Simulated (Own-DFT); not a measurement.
# PBE and PBEsol under strain: C49 TiSi2, 60 atoms (Si40Ti20)

The numbers are computed, not measured, by runs of the plane-wave DFT program Own-DFT (in-house, retired, unreviewed) at fixed positions, with no spin and no spin-orbit coupling.

Known weak points: forces on such cells moved up to 12 meV/angstrom on a denser k mesh; stress not checked against mesh or cutoff.

Each geometry was run with PBE and with PBEsol, otherwise alike: PseudoDojo norm-conserving scalar-relativistic files made for PBE; cutoff 42 hartree; 4 x 4 x 4 k mesh centred on Gamma; cold (Marzari-Vanderbilt) smearing of 0.2 eV. Unstrained cell vectors in Å: (5.295, -6.759, 3.565); (7.060, 0.000, -7.130); (5.295, 6.759, 3.565). Each has a uniform strain, of which the change of volume is shown, and random moves of rms u per axis.

| run | volume change (%) | u (Å) | P with PBE (GPa) | P with PBEsol (GPa) |
|---|---|---|---|---|
| 1 | -0.93 | 0.0490 | 4.73 | 1.37 |
| 2 | 1.27 | 0.0560 | 1.58 | -1.70 |
| 3 | -1.62 | 0.0505 | 5.38 | 1.98 |
| 4 | 1.00 | 0.0461 | 2.41 | -0.86 |
| 5 | -0.75 | 0.0472 | 3.32 | -0.03 |
| 6 | -5.46 | 0.0494 | 12.54 | 8.98 |
| 7 | 1.03 | 0.0503 | 2.44 | -0.84 |
| 8 | -2.38 | 0.0520 | 7.48 | 4.07 |
| 9 | 3.21 | 0.0485 | -1.33 | -4.53 |
| 10 | -0.13 | 0.0495 | 2.75 | -0.59 |
| 11 | -3.13 | 0.0482 | 8.69 | ? |

Question: by how much does PBEsol shrink this cell, and what belongs in the blank?

## Solution

Write v for the change of volume as a fraction. Fitted to v and u², the PBE pressure has a slope of -156 ± 10 GPa in v, with the ions held to the strained lattice. The difference PBEsol less PBE is -3.33 + 4.1 v GPa (slope ± 0.1) and averages -3.34 GPa. Divided by the mean slope of the two, 154 GPa, that makes PBEsol's volume at a given pressure, near 2 GPa, about 2.2 % smaller, or 0.72 % in lengths. At one volume PBEsol's slope is the smaller by 4 GPa, but its pressure there is lower too. If stiffness rises by about 4 GPa for each GPa, PBEsol at equal pressure is stiffer by about 9 GPa. Files made for PBEsol would give a different shift.

For run 11 the line gives 5.23 GPa. The hidden result is 5.24 GPa.
